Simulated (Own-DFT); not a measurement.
# What a defect does to the pressure of its cell: zincblende GaP

No measurement is shown. These are fixed-geometry runs of a retired plane-wave code named Own-DFT, which no person has reviewed; spin and spin-orbit coupling are neglected.

Common settings: PBE; PseudoDojo norm-conserving scalar-relativistic files; cutoff 42 hartree; 2 x 3 x 3 k mesh centred on Gamma; Fermi-Dirac smearing of 0.1 eV.

Keep in mind (not all hold for every row): not probed for a lower state with spin; forces on such cells failed a check on a denser k mesh; forces on such cells passed a denser k mesh, each cell not checked; stress not checked against mesh or cutoff.

All runs share one cell, with vectors in Å (16.352, 0.000, 0.000); (0.000, 10.901, 0.000); (0.000, 0.000, 10.901) and a volume of 1943.1 Å³. The atoms are randomly displaced, by u rms on each axis. The defect's site can differ from row to row.

| cell | formula | u (Å) | P (GPa) |
|---|---|---|---|
| no defect | Ga48P48 | 0.0201 | 2.72 |
| no defect | Ga48P48 | 0.0499 | 3.39 |
| no defect | Ga48P48 | 0.0515 | 3.22 |
| one Ga on a P site | Ga49P47 | 0.0267 | 3.12 |
| one Ga on a P site | Ga49P47 | 0.0475 | 3.53 |
| one Ga on a P site | Ga49P47 | 0.0495 | 3.54 |
| one P on a Ga site | Ga47P49 | 0.0289 | 2.91 |
| one P on a Ga site | Ga47P49 | 0.0291 | 2.90 |
| one P on a Ga site | Ga47P49 | 0.0498 | 3.22 |
| one Ga on a P site and one P on a Ga site | Ga48P48 | 0.0299 | 2.93 |
| one Ga on a P site and one P on a Ga site | Ga48P48 | 0.0316 | ? |
| one Ga on a P site and one P on a Ga site | Ga48P48 | 0.0491 | 3.32 |
| one Ga on a P site and one P on a Ga site | Ga48P48 | 0.0507 | 3.32 |
| two P on a Ga site each | Ga46P50 | 0.0284 | 2.91 |
| two P on a Ga site each | Ga46P50 | 0.0303 | 2.97 |
| two P on a Ga site each | Ga46P50 | 0.0508 | 3.40 |

## Working it out

P = P0 + c u² + a shift for each defect gives P0 = 2.65 GPa, c = 247 ± 19 GPa/Å² and a scatter of 0.06 GPa. The shifts, and each times the cell's volume:

- one Ga on a P site: 0.30 ± 0.05 GPa, 3.6 eV
- two P on a Ga site each: 0.08 ± 0.05 GPa, 1.0 eV (0.5 eV for each of its 2 sites) (not resolved)
- one Ga on a P site and one P on a Ga site: 0.05 ± 0.05 GPa, 0.7 eV (not resolved)
- one P on a Ga site: 0.01 ± 0.05 GPa, 0.1 eV (not resolved)

Positive is outwards. The product with the volume (160.2 GPa Å³ to the eV) is nearly free of the cell's size; divided by the bulk modulus at the cell's pressure it gives the volume that the defect adds. The atoms around the defects weren't relaxed, which would change these numbers.

## Check

Question: what pressure belongs in the blank (one Ga on a P site and one P on a Ga site, u = 0.0316 Å)?

The fitted form gives 2.96 ± 0.07 GPa. DFT gave 2.95 GPa.
